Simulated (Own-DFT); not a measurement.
# One host, several defects: wurtzite GaN

The numbers are computed, not measured, by runs of the plane-wave DFT program Own-DFT (in-house, retired, unreviewed) at fixed positions, with no spin and no spin-orbit coupling.

Common settings: PBE; PseudoDojo norm-conserving scalar-relativistic files; cutoff 42 hartree; 4 x 4 x 3 k mesh centred on Gamma; Fermi-Dirac smearing of 0.1 eV.

Caveats (not all hold for every row): not probed for a lower state with spin; forces not confirmed at this smearing and k mesh; stress not checked against mesh or cutoff.

All runs share one cell, with vectors in Å (9.567, 0.000, 0.000); (-4.784, 8.285, 0.000); (0.000, 0.000, 10.370) and a volume of 822.0 Å³. u is the rms random offset of the atoms per axis. The defect's site can differ from row to row.

```
cell,formula,u (Å),P (GPa)
no defect,Ga36N36,0.0188,5.85
no defect,Ga36N36,0.0501,7.27
no defect,Ga36N36,0.0513,7.66
one N on a Ga site,Ga35N37,0.0288,5.32
one N on a Ga site,Ga35N37,0.0298,?
one N on a Ga site,Ga35N37,0.0458,6.52
one N on a Ga site,Ga35N37,0.0525,6.89
one Ga on an N site,Ga37N35,0.0292,11.92
one Ga on an N site,Ga37N35,0.0500,13.51
one Ga on an N site,Ga37N35,0.0508,13.63
```

## Fit

P = P0 + c u² + a shift for each defect gives P0 = 5.42 GPa, c = 825 ± 61 GPa/Å² and a scatter of 0.16 GPa. The shifts, and each times the cell's volume:

- one Ga on an N site: 5.97 ± 0.13 GPa, 30.6 eV
- one N on a Ga site: -0.74 ± 0.13 GPa, -3.8 eV

Against the defect-free cell, a freed cell would be larger where the shift is positive and smaller where it is negative (160.2 GPa Å³ is 1 eV). The atoms around the defects weren't relaxed, which would change these numbers.

## Check

Question: what pressure belongs in the blank (one N on a Ga site, u = 0.0298 Å)?

The fit gives 5.41 ± 0.20 GPa. DFT gave 5.57 GPa.
